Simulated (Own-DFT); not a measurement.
# What a defect does to the pressure of its cell: C40 NbSi2

Calculated, not measured: single-point runs of Own-DFT, a retired in-house plane-wave DFT program that no person has reviewed, on unrelaxed cells, without spin or spin-orbit coupling.

Method: PBE; PseudoDojo norm-conserving scalar-relativistic files; cutoff 42 hartree; 4 x 4 x 5 k mesh centred on Gamma; cold (Marzari-Vanderbilt) smearing of 0.2 eV.

Keep in mind: forces on such cells failed a check on a denser k mesh; stress not checked against mesh or cutoff.

All runs share one cell, with vectors in Å (0.000, 8.324, 0.000); (-9.613, 0.000, 0.000); (0.000, 0.000, 6.586) and a volume of 527.0 Å³. The atoms are randomly displaced, by u rms on each axis. The defect's site can differ from row to row.

```
cell,formula,u (Å),P (GPa)
no defect,Nb12Si24,0.0212,1.55
no defect,Nb12Si24,0.0531,2.69
no defect,Nb12Si24,0.0561,3.12
two Si on a Nb site each,Nb10Si26,0.0286,1.69
two Si on a Nb site each,Nb10Si26,0.0294,?
two Si on a Nb site each,Nb10Si26,0.0477,1.90
two Si on a Nb site each,Nb10Si26,0.0513,2.53
two Nb vacancies,Nb10Si24,0.0330,-0.16
two Nb vacancies,Nb10Si24,0.0333,0.12
two Nb vacancies,Nb10Si24,0.0492,0.71
two Nb on a Si site each,Nb14Si22,0.0296,7.35
two Nb on a Si site each,Nb14Si22,0.0321,7.46
two Nb on a Si site each,Nb14Si22,0.0524,8.48
one Si vacancy,Nb12Si23,0.0280,1.01
one Si vacancy,Nb12Si23,0.0441,1.52
one Si vacancy,Nb12Si23,0.0533,1.79
```

## Fit

P = P0 + c u² + a shift for each defect gives P0 = 1.38 GPa, c = 500 ± 53 GPa/Å² and a scatter of 0.18 GPa. The shifts, and each times the cell's volume:

- two Nb on a Si site each: 5.60 ± 0.15 GPa, 18.4 eV (9.2 eV for each of its 2 sites)
- two Si on a Nb site each: -0.29 ± 0.15 GPa, -1.0 eV (-0.5 eV for each of its 2 sites) (not resolved)
- one Si vacancy: -0.87 ± 0.15 GPa, -2.9 eV
- two Nb vacancies: -1.93 ± 0.15 GPa, -6.4 eV (-3.2 eV for each of its 2 sites)

A positive shift means that the defect pushes the cell outwards. Shift times volume (160.2 GPa Å³ is 1 eV) depends little on the cell's size, so, taken for each site, it can be compared between cells at like pressure. The atoms around the defects weren't relaxed, which would change these numbers.

## Prediction

Q: what pressure belongs in the blank (two Si on a Nb site each, u = 0.0294 Å)?

From the fit: 1.52 ± 0.21 GPa. The run itself gave 1.78 GPa.
